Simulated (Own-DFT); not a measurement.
Simulation results for Si4SnGe11 (diamond-structure random alloy, atoms displaced)

All values are calculated (Own-DFT development build). A calculation, not a measurement: plane-wave density functional theory by an unreviewed code, no spin, of a simulated periodic cell, stress positive in tension, run twice, with PBE and with PBEsol, both on files made for PBE, so the change isn't that of files made for PBEsol, forces on such cells moved up to 12 meV/angstrom on a denser k mesh; the far tail of each file's local potential was reset to the Coulomb form; each entry is a single point on an unrelaxed cell, so the pressure reflects the starting lattice, mostly measured values (interpolated for alloys), from which strain is counted, and rises with the displacements; printed positions are rounded, which can move forces by about a meV/angstrom; the program, named Own-DFT, is a retired in-house code; no spin-orbit coupling; stress was not checked against mesh or cutoff.

Si4SnGe11 (diamond-structure random alloy, atoms displaced)

```
cell vectors (Å)
  11.3064     0.0000     0.0000
   0.0000    11.3064     0.0000
   0.0000     0.0000    11.3064
atoms (fractions of the cell vectors)
Ge  0.99867  0.99798  0.99988
Ge  0.00370  0.24785  0.24675
Si  0.25057  0.99939  0.25224
Ge  0.24855  0.24690  0.99800
Si  0.12660  0.12503  0.12543
Ge  0.12582  0.37322  0.37493
Ge  0.37994  0.12524  0.37400
Si  0.37540  0.37842  0.12879
Ge  0.99911  0.00314  0.49941
Ge  0.00351  0.24434  0.75120
Ge  0.25392  0.00085  0.74502
Si  0.24427  0.24933  0.50332
Si  0.12412  0.12459  0.62085
Ge  0.12297  0.37416  0.87405
Si  0.37611  0.12581  0.87697
Sn  0.37657  0.37517  0.62366
Ge  0.99850  0.50095  0.00254
Ge  0.99696  0.74598  0.24818
Ge  0.25571  0.50504  0.25101
Ge  0.25019  0.74835  0.00509
Ge  0.12224  0.62637  0.12655
Ge  0.13140  0.88353  0.37498
Ge  0.37312  0.62817  0.37644
Sn  0.37709  0.87268  0.12533
Ge  0.99969  0.49514  0.49590
Ge  0.00475  0.74774  0.75035
Ge  0.25460  0.49886  0.74924
Ge  0.25009  0.74744  0.49790
Si  0.12444  0.62731  0.62680
Ge  0.12555  0.87615  0.87732
Ge  0.37224  0.62631  0.87921
Si  0.37504  0.87615  0.62309
Ge  0.49903  0.99496  0.99816
Ge  0.50307  0.25500  0.25095
Sn  0.74733  0.00118  0.24826
Ge  0.74932  0.24869  0.00171
Ge  0.63039  0.12551  0.12297
Si  0.62505  0.37887  0.37169
Ge  0.87247  0.12621  0.37273
Ge  0.88168  0.37245  0.12738
Si  0.50001  0.00216  0.49819
Ge  0.49981  0.24736  0.74927
Ge  0.74925  0.00084  0.74755
Si  0.74882  0.24579  0.50061
Ge  0.62350  0.12560  0.62182
Ge  0.62803  0.37278  0.87966
Si  0.87063  0.12443  0.87534
Ge  0.87540  0.37329  0.62642
Si  0.50236  0.50223  0.99874
Ge  0.49906  0.74870  0.24938
Ge  0.74867  0.49574  0.25128
Ge  0.75093  0.75105  0.00088
Ge  0.62423  0.62567  0.12756
Ge  0.62177  0.87566  0.37175
Ge  0.87899  0.62808  0.37771
Ge  0.87721  0.87609  0.12667
Sn  0.50021  0.50123  0.49722
Si  0.50090  0.74951  0.75024
Si  0.75167  0.49924  0.75052
Ge  0.74555  0.74604  0.49800
Ge  0.62779  0.62698  0.62471
Ge  0.62179  0.87933  0.87555
Si  0.87840  0.62563  0.87468
Ge  0.87468  0.87787  0.62282
```

- functional: PBE, then PBEsol
- potential files: PseudoDojo norm-conserving, scalar-relativistic, standard set
- wave cutoff: 49 hartree
- occupations: Fermi-Dirac
- smearing width: 0.1 eV
- k mesh: 3 x 3 x 3 centred on Gamma
- PBE pressure: 4.01 GPa
- PBE stress xx: -3.99 GPa
- PBE stress yy: -4.01 GPa
- PBE stress zz: -4.03 GPa
- PBE stress yz: 0.3 GPa
- PBE stress xz: 0.71 GPa
- PBE stress xy: 0.17 GPa
- PBEsol pressure: 1.34 GPa
- PBEsol stress xx: -1.32 GPa
- PBEsol stress yy: -1.34 GPa
- PBEsol stress zz: -1.36 GPa
- PBEsol stress yz: 0.28 GPa
- PBEsol stress xz: 0.68 GPa
- PBEsol stress xy: 0.15 GPa
- rms change of force components from PBE to PBEsol: 0.045 eV/Å

Force:
```csv
force element,PBE force x (eV/Å),PBE force y (eV/Å),PBE force z (eV/Å),PBEsol force x (eV/Å),PBEsol force y (eV/Å),PBEsol force z (eV/Å)
Ge,0.087,0.898,0.017,0.083,0.799,0.023
Ge,0.224,-0.273,0.362,0.172,-0.221,0.38
Si,-0.403,1.576,-0.031,-0.362,1.51,0.012
Ge,0.456,0.378,0.626,0.405,0.403,0.574
Si,0.217,-0.705,0.042,0.173,-0.653,0.001
Ge,0.573,-0.095,-0.238,0.51,-0.051,-0.256
Ge,-0.916,0.162,0.325,-0.851,0.194,0.283
Si,0.319,-0.064,-0.915,0.282,-0.091,-0.858
Ge,0.205,0.122,-0.019,0.162,0.081,-0.054
Ge,-0.494,-0.217,-0.101,-0.478,-0.138,-0.094
Ge,-0.215,0.305,0.302,-0.24,0.269,0.327
Si,-0.303,-1.074,-1.017,-0.254,-1.007,-1.045
Si,0.287,-0.005,0.265,0.233,-0.051,0.307
Ge,0.223,0.299,0.098,0.221,0.282,0.093
Si,0.084,-0.362,-0.336,0.081,-0.354,-0.331
Sn,-1.524,-1.987,0.799,-1.443,-1.886,0.83
Ge,0.026,0.082,-0.57,0.061,0.042,-0.513
Ge,0.675,1.077,0.489,0.647,1.037,0.463
Ge,-0.666,-0.629,-0.268,-0.676,-0.568,-0.222
Ge,-1.374,-0.683,-1.292,-1.331,-0.67,-1.259
Ge,0.365,-0.492,-0.023,0.355,-0.471,-0.018
Ge,-0.801,-0.904,-0.062,-0.811,-0.916,-0.014
Ge,-0.338,0.834,-1.033,-0.336,0.812,-1.009
Sn,-0.748,0.753,0.583,-0.679,0.679,0.525
Ge,0.328,0.677,0.919,0.291,0.627,0.86
Ge,-0.556,0.231,-0.005,-0.536,0.291,0.006
Ge,-1.8,1.449,1.038,-1.718,1.378,1.041
Ge,-0.362,0.755,0.899,-0.341,0.73,0.8
Si,0.264,-0.812,-0.446,0.261,-0.795,-0.44
Ge,0.444,-0.107,-0.379,0.423,-0.108,-0.362
Ge,0.788,-0.146,-0.442,0.701,-0.141,-0.427
Si,0.751,-0.376,-0.142,0.663,-0.367,-0.139
Ge,0.664,2.269,-0.792,0.687,2.16,-0.748
Ge,-0.053,0.014,-0.447,-0.057,-0.055,-0.43
Sn,0.517,-0.541,0.346,0.51,-0.527,0.329
Ge,0.994,0.128,-0.237,0.921,0.147,-0.196
Ge,-2.273,1.054,-1.121,-2.195,1.028,-1.085
Si,1.318,-1.675,-0.01,1.264,-1.611,-0.049
Ge,0.994,1.184,1.219,0.998,1.112,1.152
Ge,-0.852,0.173,-0.231,-0.824,0.171,-0.219
Si,-0.245,-0.672,0.369,-0.205,-0.616,0.323
Ge,0.784,-0.823,1.486,0.795,-0.774,1.404
Ge,0.093,0.229,0.326,0.055,0.193,0.283
Si,-0.113,1.05,-0.473,-0.077,0.992,-0.428
Ge,0.075,-0.274,-0.177,0.073,-0.268,-0.103
Ge,-0.348,0.707,-0.661,-0.33,0.621,-0.638
Si,0.373,-0.083,-0.057,0.363,-0.081,-0.055
Ge,-0.444,-0.269,-0.06,-0.368,-0.262,-0.067
Si,-0.458,-0.408,0.536,-0.418,-0.366,0.494
Ge,0.952,-1.019,1.28,0.929,-0.992,1.241
Ge,0.59,0.396,-0.048,0.606,0.423,-0.087
Ge,0.163,-0.147,-0.404,0.129,-0.104,-0.348
Ge,0.156,-0.504,-0.475,0.178,-0.45,-0.425
Ge,-1.016,-0.861,1.515,-0.957,-0.87,1.433
Ge,-0.714,-0.734,-0.207,-0.693,-0.713,-0.204
Ge,0.596,-1.107,-0.959,0.577,-1.078,-0.937
Sn,1.715,1.211,-1.255,1.62,1.232,-1.182
Si,-0.425,0.44,-0.134,-0.385,0.396,-0.097
Si,0.242,0.296,0.385,0.206,0.247,0.336
Ge,0.593,1.001,-0.016,0.577,0.964,-0.017
Ge,0.426,0.272,1.684,0.418,0.269,1.558
Ge,0.465,-0.961,-0.707,0.477,-0.894,-0.644
Si,-0.608,-0.287,-0.196,-0.559,-0.241,-0.153
Ge,0.023,-0.73,0.076,0.016,-0.697,0.07
```
